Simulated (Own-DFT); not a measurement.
# Computed records: GaP (zincblende, atoms displaced)

A calculation, not a measurement: plane-wave PBE density functional theory by an unreviewed code, no spin, of a simulated periodic cell, stress positive in tension, free energy of the whole cell less one offset for each atom, forces on such cells passed a denser k mesh, this cell's mesh not checked; offsets are fitted by least squares, one for each functional and potential file, so energies compare only between cells with the same atoms and settings and are not formation energies; the far tail of each file's local potential was reset to the Coulomb form; each entry is a single point on an unrelaxed cell, so the pressure reflects the starting lattice, mostly measured values (interpolated for alloys), from which strain is counted, and rises with the displacements; printed positions are rounded, which can move forces by about a meV/angstrom; the program, named Own-DFT, is a retired in-house code; no spin-orbit coupling; before rounding, a Quantum ESPRESSO 7.3.1 run of the same cell and cutoff gave forces within 1 meV/angstrom rms on each cell, which checks the program and not the settings. Program: Own-DFT development build.

Common to all runs: functional PBE; potential files PseudoDojo norm-conserving, scalar-relativistic, standard set; wave cutoff 42 hartree; occupations Fermi-Dirac; smearing width 0.1 eV; k mesh 2 x 3 x 3 centred on Gamma.

(1) 
```cif
# cell vector a (Å): 16.3515 0.0000 0.0000
# cell vector b (Å): 0.0000 10.9010 0.0000
# cell vector c (Å): 0.0000 0.0000 10.9010
data_GaP
_symmetry_space_group_name_H-M 'P 1'
_symmetry_Int_Tables_number 1
_cell_length_a 16.3515
_cell_length_b 10.9010
_cell_length_c 10.9010
_cell_angle_alpha 90.000
_cell_angle_beta 90.000
_cell_angle_gamma 90.000
_cell_volume 1943.08
loop_
_atom_site_label
_atom_site_type_symbol
_atom_site_fract_x
_atom_site_fract_y
_atom_site_fract_z
_atom_site_occupancy
Ga1 Ga 0.00157 0.00144 0.99785 1
Ga2 Ga 0.00266 0.24970 0.25071 1
Ga3 Ga 0.16638 0.00211 0.24996 1
Ga4 Ga 0.16831 0.24829 0.99969 1
P1 P 0.08304 0.12624 0.12564 1
P2 P 0.08300 0.37381 0.37538 1
P3 P 0.25067 0.12691 0.37751 1
P4 P 0.24982 0.37628 0.12295 1
Ga5 Ga 0.00064 0.00015 0.49687 1
Ga6 Ga 0.99869 0.24608 0.75234 1
Ga7 Ga 0.16608 0.99983 0.75085 1
Ga8 Ga 0.16679 0.25098 0.50014 1
P5 P 0.08368 0.12588 0.62431 1
P6 P 0.08334 0.37238 0.87310 1
P7 P 0.24907 0.12499 0.87571 1
P8 P 0.25038 0.37638 0.62316 1
Ga9 Ga 0.00044 0.50095 0.00346 1
Ga10 Ga 0.99928 0.75228 0.24623 1
Ga11 Ga 0.16740 0.49985 0.25040 1
Ga12 Ga 0.16733 0.74922 0.99932 1
P9 P 0.08119 0.62542 0.12543 1
P10 P 0.08290 0.87196 0.37321 1
P11 P 0.24897 0.62432 0.37753 1
P12 P 0.25149 0.87257 0.12490 1
Ga13 Ga 0.00009 0.50041 0.49928 1
Ga14 Ga 0.99913 0.75073 0.75149 1
Ga15 Ga 0.16777 0.50051 0.74861 1
Ga16 Ga 0.16536 0.74990 0.49832 1
P13 P 0.08469 0.62132 0.62389 1
P14 P 0.08104 0.87417 0.87188 1
P15 P 0.25061 0.62633 0.87743 1
P16 P 0.25130 0.87878 0.62491 1
Ga17 Ga 0.33417 0.99761 0.00178 1
Ga18 Ga 0.33212 0.25336 0.24834 1
Ga19 Ga 0.50045 0.00094 0.25080 1
Ga20 Ga 0.49897 0.25062 0.00037 1
P17 P 0.41521 0.12824 0.12497 1
P18 P 0.41545 0.37509 0.37701 1
P19 P 0.58412 0.12530 0.37572 1
P20 P 0.58611 0.37410 0.12587 1
Ga21 Ga 0.33246 0.00039 0.50132 1
Ga22 Ga 0.33193 0.25023 0.74822 1
Ga23 Ga 0.50055 0.99889 0.75133 1
Ga24 Ga 0.49699 0.25098 0.50058 1
P21 P 0.41649 0.12478 0.62781 1
P22 P 0.41675 0.37723 0.87754 1
P23 P 0.58294 0.12542 0.87324 1
P24 P 0.58327 0.37473 0.62277 1
Ga25 Ga 0.33243 0.49673 0.99955 1
Ga26 Ga 0.33145 0.74990 0.25045 1
Ga27 Ga 0.49947 0.50152 0.25226 1
Ga28 Ga 0.50118 0.75359 0.00361 1
P25 P 0.41721 0.62485 0.12432 1
P26 P 0.41889 0.87445 0.37227 1
P27 P 0.58477 0.62614 0.36995 1
P28 P 0.58326 0.87428 0.12897 1
Ga29 Ga 0.33098 0.49849 0.50080 1
Ga30 Ga 0.33325 0.74733 0.75069 1
Ga31 Ga 0.49839 0.49968 0.74695 1
Ga32 Ga 0.50094 0.75233 0.50291 1
P29 P 0.41538 0.62603 0.62830 1
P30 P 0.41800 0.87358 0.87336 1
P31 P 0.58253 0.62631 0.87541 1
P32 P 0.58417 0.87802 0.62688 1
Ga33 Ga 0.66720 0.00139 0.99724 1
Ga34 Ga 0.66753 0.25184 0.25128 1
Ga35 Ga 0.83321 0.00069 0.24891 1
Ga36 Ga 0.83447 0.24945 0.99754 1
P33 P 0.74842 0.12454 0.12473 1
P34 P 0.75161 0.37442 0.37850 1
P35 P 0.91722 0.12495 0.37487 1
P36 P 0.91877 0.37481 0.12583 1
Ga37 Ga 0.66642 0.99795 0.49947 1
Ga38 Ga 0.66481 0.25139 0.75327 1
Ga39 Ga 0.83235 0.00183 0.75032 1
Ga40 Ga 0.83295 0.24762 0.49858 1
P37 P 0.74907 0.12294 0.62581 1
P38 P 0.74940 0.37589 0.87453 1
P39 P 0.91549 0.12585 0.87399 1
P40 P 0.91714 0.37412 0.62338 1
Ga41 Ga 0.66610 0.50027 0.00241 1
Ga42 Ga 0.66706 0.75175 0.24923 1
Ga43 Ga 0.83155 0.49959 0.24833 1
Ga44 Ga 0.83232 0.74760 0.99758 1
P41 P 0.74968 0.62570 0.12147 1
P42 P 0.75020 0.87661 0.37599 1
P43 P 0.91428 0.62705 0.37440 1
P44 P 0.91631 0.87698 0.12385 1
Ga45 Ga 0.66665 0.49526 0.50077 1
Ga46 Ga 0.66661 0.75153 0.75005 1
Ga47 Ga 0.83282 0.49675 0.74948 1
Ga48 Ga 0.83249 0.75039 0.50209 1
P45 P 0.74878 0.62607 0.62443 1
P46 P 0.74971 0.87597 0.87193 1
P47 P 0.91538 0.62608 0.87485 1
P48 P 0.91911 0.87246 0.62419 1
_calc_free_energy_of_cell_above_offsets '-53.625'  # eV
_calc_pressure 2.71  # GPa
_calc_stress_xx -2.71  # GPa
_calc_stress_yy -2.71  # GPa
_calc_stress_zz -2.7  # GPa
_calc_stress_yz 0.12  # GPa
_calc_stress_xz 0.09  # GPa
_calc_stress_xy -0.05  # GPa
```

Force:
| element | x (eV/Å) | y (eV/Å) | z (eV/Å) |
| --- | --- | --- | --- |
| Ga | -0.31 | -0.032 | 0.132 |
| Ga | -0.444 | 0.018 | 0.046 |
| Ga | 0.196 | -0.26 | 0.09 |
| Ga | -0.37 | 0.217 | -0.008 |
| P | 0.246 | -0.155 | -0.24 |
| P | 0.233 | 0.25 | -0.03 |
| P | -0.09 | -0.059 | -0.379 |
| P | -0.222 | -0.095 | 0.221 |
| Ga | 0.07 | -0.124 | 0.243 |
| Ga | 0.167 | 0.404 | -0.458 |
| Ga | -0.023 | 0.079 | -0.144 |
| Ga | -0.077 | -0.016 | 0.061 |
| P | -0.094 | -0.168 | 0.032 |
| P | 0.052 | 0.312 | 0.286 |
| P | 0.327 | -0.275 | -0.037 |
| P | -0.209 | -0.264 | 0.324 |
| Ga | -0.076 | -0.168 | -0.647 |
| Ga | -0.294 | -0.189 | 0.318 |
| Ga | -0.285 | 0.058 | -0.037 |
| Ga | -0.399 | 0.164 | 0.101 |
| P | 0.634 | 0.063 | 0.046 |
| P | 0.095 | 0.401 | -0.102 |
| P | 0.126 | 0.091 | -0.278 |
| P | -0.498 | 0.384 | 0.045 |
| Ga | -0.244 | 0.055 | -0.153 |
| Ga | 0.096 | -0.564 | -0.371 |
| Ga | -0.038 | -0.129 | 0.316 |
| Ga | 0.192 | 0.133 | 0.406 |
| P | -0.304 | 0.549 | 0.208 |
| P | 0.594 | 0.062 | 0.429 |
| P | -0.135 | -0.349 | -0.282 |
| P | -0.388 | -0.69 | 0.139 |
| Ga | 0.056 | 0.178 | -0.334 |
| Ga | 0.033 | -0.151 | 0.247 |
| Ga | -0.039 | 0.294 | -0.124 |
| Ga | 0.313 | 0.029 | 0.042 |
| P | 0.207 | -0.355 | 0.128 |
| P | -0.003 | 0.203 | -0.278 |
| P | -0.226 | 0.178 | 0.079 |
| P | -0.692 | 0.098 | 0.1 |
| Ga | 0.569 | 0.005 | -0.323 |
| Ga | 0.19 | 0.096 | 0.355 |
| Ga | -0.112 | 0.175 | -0.09 |
| Ga | 0.366 | -0.315 | -0.012 |
| P | -0.009 | -0.071 | -0.161 |
| P | -0.079 | -0.373 | -0.553 |
| P | -0.219 | 0.006 | 0.383 |
| P | -0.3 | -0.134 | 0.323 |
| Ga | 0.281 | 0.578 | 0.137 |
| Ga | 0.473 | -0.312 | 0.129 |
| Ga | 0.073 | -0.229 | -0.294 |
| Ga | -0.115 | -0.345 | -0.255 |
| P | -0.322 | -0.049 | 0.061 |
| P | -0.554 | 0.08 | 0.455 |
| P | -0.08 | -0.153 | 0.912 |
| P | 0.226 | 0.557 | -0.52 |
| Ga | 0.489 | 0.385 | -0.027 |
| Ga | -0.152 | 0.484 | 0.047 |
| Ga | 0.327 | 0.074 | 0.368 |
| Ga | 0.057 | -0.283 | -0.241 |
| P | 0.088 | -0.176 | -0.734 |
| P | -0.188 | 0.078 | 0.309 |
| P | 0.012 | -0.125 | -0.026 |
| P | -0.109 | -0.284 | -0.139 |
| Ga | -0.246 | -0.261 | 0.239 |
| Ga | 0.082 | -0.189 | 0.144 |
| Ga | -0.023 | 0.054 | 0.057 |
| Ga | -0.259 | 0.208 | 0.42 |
| P | 0.357 | 0.218 | -0.07 |
| P | -0.157 | -0.019 | -0.469 |
| P | -0.026 | 0.004 | -0.234 |
| P | -0.396 | -0.154 | 0.023 |
| Ga | 0.014 | 0.286 | 0.03 |
| Ga | 0.276 | -0.066 | -0.444 |
| Ga | 0.342 | -0.353 | -0.324 |
| Ga | 0.157 | -0.061 | 0.396 |
| P | -0.111 | 0.39 | -0.082 |
| P | -0.005 | -0.085 | 0.244 |
| P | 0.137 | -0.38 | 0.176 |
| P | -0.038 | -0.151 | 0.141 |
| Ga | -0.058 | 0.09 | -0.456 |
| Ga | 0.343 | -0.097 | 0.048 |
| Ga | 0.241 | 0.055 | 0.075 |
| Ga | 0.102 | 0.512 | 0.07 |
| P | -0.04 | 0.013 | 0.436 |
| P | 0.094 | -0.198 | -0.161 |
| P | 0.318 | -0.138 | -0.126 |
| P | -0.099 | -0.075 | -0.324 |
| Ga | -0.03 | 0.714 | -0.259 |
| Ga | -0.12 | -0.246 | 0.019 |
| Ga | 0.067 | 0.354 | -0.194 |
| Ga | 0.052 | 0.032 | -0.109 |
| P | 0.028 | -0.297 | 0.133 |
| P | 0.102 | -0.079 | 0.362 |
| P | 0.247 | -0.456 | -0.052 |
| P | -0.432 | 0.529 | 0.05 |

(2) 
```cif
# cell vector a (Å): 16.3515 0.0000 0.0000
# cell vector b (Å): 0.0000 10.9010 0.0000
# cell vector c (Å): 0.0000 0.0000 10.9010
data_GaP
_symmetry_space_group_name_H-M 'P 1'
_symmetry_Int_Tables_number 1
_cell_length_a 16.3515
_cell_length_b 10.9010
_cell_length_c 10.9010
_cell_angle_alpha 90.000
_cell_angle_beta 90.000
_cell_angle_gamma 90.000
_cell_volume 1943.08
loop_
_atom_site_label
_atom_site_type_symbol
_atom_site_fract_x
_atom_site_fract_y
_atom_site_fract_z
_atom_site_occupancy
Ga1 Ga 0.00302 0.00084 0.00071 1
Ga2 Ga 0.99930 0.25119 0.24945 1
Ga3 Ga 0.16684 0.00187 0.25163 1
Ga4 Ga 0.16699 0.25041 0.99609 1
P1 P 0.08409 0.12911 0.12309 1
P2 P 0.08468 0.37373 0.37508 1
P3 P 0.25050 0.12626 0.37750 1
P4 P 0.24847 0.37819 0.12858 1
Ga5 Ga 0.99890 0.99828 0.49941 1
Ga6 Ga 0.00142 0.25152 0.75007 1
Ga7 Ga 0.16484 0.99651 0.75298 1
Ga8 Ga 0.16404 0.24751 0.50111 1
P5 P 0.08178 0.12499 0.62395 1
P6 P 0.08352 0.37493 0.87999 1
P7 P 0.25042 0.12394 0.87579 1
P8 P 0.25002 0.37801 0.62678 1
Ga9 Ga 0.99960 0.49972 0.99974 1
Ga10 Ga 0.00045 0.74959 0.25032 1
Ga11 Ga 0.16691 0.49647 0.24969 1
Ga12 Ga 0.16679 0.74902 0.00178 1
P9 P 0.08305 0.62573 0.12534 1
P10 P 0.08258 0.87338 0.37185 1
P11 P 0.24987 0.62364 0.37390 1
P12 P 0.25107 0.87695 0.12428 1
Ga13 Ga 0.99959 0.49906 0.50017 1
Ga14 Ga 0.00064 0.74939 0.74937 1
Ga15 Ga 0.16940 0.50025 0.75510 1
Ga16 Ga 0.16685 0.75034 0.49758 1
P13 P 0.08495 0.62272 0.62426 1
P14 P 0.08260 0.87380 0.87797 1
P15 P 0.25171 0.62699 0.87858 1
P16 P 0.24940 0.87901 0.62492 1
Ga17 Ga 0.33388 0.99994 0.99850 1
Ga18 Ga 0.33247 0.25344 0.25171 1
Ga19 Ga 0.50025 0.00113 0.24987 1
Ga20 Ga 0.50028 0.24755 0.00017 1
P17 P 0.41742 0.12556 0.12636 1
P18 P 0.41622 0.37516 0.37463 1
P19 P 0.58143 0.12458 0.37194 1
P20 P 0.58408 0.37143 0.12185 1
Ga21 Ga 0.33257 0.00038 0.49917 1
Ga22 Ga 0.33306 0.25063 0.75357 1
Ga23 Ga 0.50145 0.00028 0.75188 1
Ga24 Ga 0.50053 0.24936 0.50196 1
P21 P 0.41646 0.12126 0.62591 1
P22 P 0.41726 0.37305 0.87428 1
P23 P 0.58495 0.12585 0.87663 1
P24 P 0.58404 0.37597 0.62352 1
Ga25 Ga 0.33199 0.50105 0.99791 1
Ga26 Ga 0.33306 0.75008 0.25024 1
Ga27 Ga 0.49853 0.49946 0.25255 1
Ga28 Ga 0.50030 0.75145 0.99742 1
P25 P 0.41670 0.62629 0.12319 1
P26 P 0.41512 0.87706 0.37480 1
P27 P 0.58213 0.62388 0.37665 1
P28 P 0.58307 0.87552 0.12522 1
Ga29 Ga 0.33376 0.49868 0.50107 1
Ga30 Ga 0.33440 0.74956 0.74945 1
Ga31 Ga 0.50027 0.49962 0.74918 1
Ga32 Ga 0.49845 0.74988 0.49700 1
P29 P 0.41554 0.62652 0.62227 1
P30 P 0.41799 0.87662 0.87647 1
P31 P 0.58270 0.62432 0.87569 1
P32 P 0.58218 0.87058 0.62382 1
Ga33 Ga 0.66827 0.00061 0.99741 1
Ga34 Ga 0.66634 0.25264 0.24592 1
Ga35 Ga 0.83251 0.99978 0.25292 1
Ga36 Ga 0.83101 0.24974 0.99980 1
P33 P 0.74942 0.12493 0.12514 1
P34 P 0.74834 0.37175 0.37813 1
P35 P 0.91589 0.12612 0.37561 1
P36 P 0.91804 0.37259 0.12675 1
Ga37 Ga 0.66627 0.99726 0.49861 1
Ga38 Ga 0.66848 0.25239 0.75061 1
Ga39 Ga 0.83299 0.99950 0.75034 1
Ga40 Ga 0.83207 0.25254 0.50222 1
P37 P 0.75188 0.12497 0.62259 1
P38 P 0.75024 0.37154 0.87699 1
P39 P 0.91798 0.12658 0.87281 1
P40 P 0.91503 0.37584 0.62426 1
Ga41 Ga 0.66775 0.49842 0.00050 1
Ga42 Ga 0.66750 0.75039 0.25036 1
Ga43 Ga 0.83154 0.49855 0.25109 1
Ga44 Ga 0.83387 0.74861 0.00073 1
P41 P 0.75035 0.62635 0.12521 1
P42 P 0.75152 0.87658 0.37342 1
P43 P 0.91743 0.62196 0.37625 1
P44 P 0.91648 0.87637 0.12421 1
Ga45 Ga 0.66590 0.49794 0.50024 1
Ga46 Ga 0.66543 0.75218 0.75044 1
Ga47 Ga 0.83269 0.49737 0.75116 1
Ga48 Ga 0.83265 0.75063 0.50138 1
P45 P 0.75028 0.62191 0.62217 1
P46 P 0.74879 0.87291 0.87542 1
P47 P 0.91604 0.62410 0.87339 1
P48 P 0.91674 0.87426 0.63108 1
_calc_free_energy_of_cell_above_offsets '-53.655'  # eV
_calc_pressure 2.7  # GPa
_calc_stress_xx -2.71  # GPa
_calc_stress_yy -2.7  # GPa
_calc_stress_zz -2.69  # GPa
_calc_stress_yz 0.05  # GPa
_calc_stress_xz 0  # GPa
_calc_stress_xy 0.01  # GPa
```

Force:
| element | x (eV/Å) | y (eV/Å) | z (eV/Å) |
| --- | --- | --- | --- |
| Ga | -0.514 | 0.202 | 0.034 |
| Ga | 0.262 | -0.28 | 0.246 |
| Ga | 0.009 | 0.055 | -0.278 |
| Ga | 0.326 | -0.003 | 0.578 |
| P | 0.079 | -0.284 | 0.336 |
| P | -0.391 | 0.03 | 0.058 |
| P | -0.138 | 0.08 | -0.181 |
| P | 0.386 | -0.54 | -0.83 |
| Ga | -0.077 | -0.045 | 0.027 |
| Ga | -0.198 | 0.127 | -0.112 |
| Ga | 0.04 | 0.418 | -0.207 |
| Ga | 0.489 | 0.308 | 0.139 |
| P | 0.117 | -0.325 | 0.331 |
| P | 0.011 | 0.214 | -0.713 |
| P | -0.176 | -0.015 | -0.172 |
| P | -0.091 | -0.595 | -0.063 |
| Ga | -0.139 | 0.163 | 0.244 |
| Ga | -0.405 | -0.128 | -0.174 |
| Ga | -0.35 | 0.643 | 0.23 |
| Ga | 0.072 | 0.207 | 0.126 |
| P | 0.059 | -0.299 | 0.038 |
| P | 0.119 | 0.31 | 0.366 |
| P | 0.051 | 0.004 | 0.074 |
| P | -0.223 | -0.084 | 0.157 |
| Ga | 0.219 | -0.098 | 0.044 |
| Ga | 0.183 | -0.266 | 0.078 |
| Ga | -0.341 | 0.098 | -0.114 |
| Ga | 0.064 | -0.011 | 0.182 |
| P | -0.04 | 0.136 | 0.228 |
| P | 0.122 | -0.253 | -0.181 |
| P | -0.231 | 0.158 | -0.422 |
| P | -0.019 | -0.558 | 0.064 |
| Ga | 0.113 | 0.145 | 0.313 |
| Ga | 0.03 | -0.308 | -0.211 |
| Ga | -0.185 | -0.257 | -0.075 |
| Ga | -0.106 | 0.052 | -0.053 |
| P | -0.402 | 0.069 | -0.078 |
| P | 0.122 | -0.133 | 0.393 |
| P | 0.532 | 0.208 | 0.346 |
| P | -0.385 | 0.693 | 0.287 |
| Ga | 0.097 | 0.044 | 0.149 |
| Ga | 0.009 | -0.184 | -0.536 |
| Ga | 0.087 | -0.038 | -0.176 |
| Ga | -0.204 | -0.161 | -0.139 |
| P | 0.014 | 0.459 | 0.106 |
| P | 0.015 | 0.264 | 0.253 |
| P | -0.041 | -0.001 | -0.397 |
| P | -0.119 | -0.237 | 0.361 |
| Ga | 0.411 | -0.301 | 0.447 |
| Ga | 0.012 | -0.032 | -0.12 |
| Ga | 0.249 | 0.035 | -0.576 |
| Ga | 0.052 | -0.131 | 0.391 |
| P | 0.054 | -0.143 | 0.106 |
| P | 0.174 | -0.143 | -0.133 |
| P | 0.295 | 0.079 | -0.27 |
| P | 0.183 | 0.017 | -0.119 |
| Ga | -0.17 | 0.16 | -0.184 |
| Ga | -0.133 | 0.346 | 0.003 |
| Ga | -0.149 | 0.13 | -0.086 |
| Ga | -0.066 | 0.072 | 0.047 |
| P | 0.253 | -0.232 | 0.282 |
| P | -0.184 | -0.132 | -0.353 |
| P | 0.224 | -0.066 | -0.1 |
| P | 0.029 | 0.491 | -0.004 |
| Ga | -0.219 | -0.141 | 0.399 |
| Ga | -0.014 | -0.442 | 0.422 |
| Ga | 0.322 | 0.296 | -0.485 |
| Ga | 0.716 | -0.299 | 0.225 |
| P | 0.142 | -0.146 | 0.066 |
| P | 0.005 | 0.298 | -0.491 |
| P | 0.03 | 0.036 | 0.063 |
| P | -0.617 | 0.394 | -0.321 |
| Ga | -0.148 | 0.29 | 0.045 |
| Ga | -0.221 | -0.405 | -0.298 |
| Ga | -0.02 | 0.153 | 0.222 |
| Ga | 0.318 | -0.3 | -0.244 |
| P | -0.537 | -0.197 | 0.306 |
| P | -0.022 | 0.585 | -0.185 |
| P | -0.184 | -0.178 | 0.353 |
| P | 0.415 | -0.082 | 0.24 |
| Ga | -0.147 | 0.186 | -0.023 |
| Ga | -0.28 | -0.025 | 0.05 |
| Ga | 0.21 | -0.107 | 0.052 |
| Ga | 0.077 | 0.157 | -0.11 |
| P | -0.073 | -0.3 | 0.047 |
| P | -0.3 | -0.413 | 0.335 |
| P | -0.246 | 0.418 | -0.161 |
| P | 0.083 | -0.014 | 0.131 |
| Ga | 0.046 | 0.261 | -0.146 |
| Ga | 0.17 | -0.603 | -0.212 |
| Ga | -0.08 | 0.174 | -0.086 |
| Ga | 0.339 | -0.101 | -0.054 |
| P | -0.238 | 0.283 | 0.505 |
| P | 0.353 | 0.128 | -0.069 |
| P | 0.091 | -0.039 | 0.12 |
| P | -0.059 | -0.003 | -0.7 |
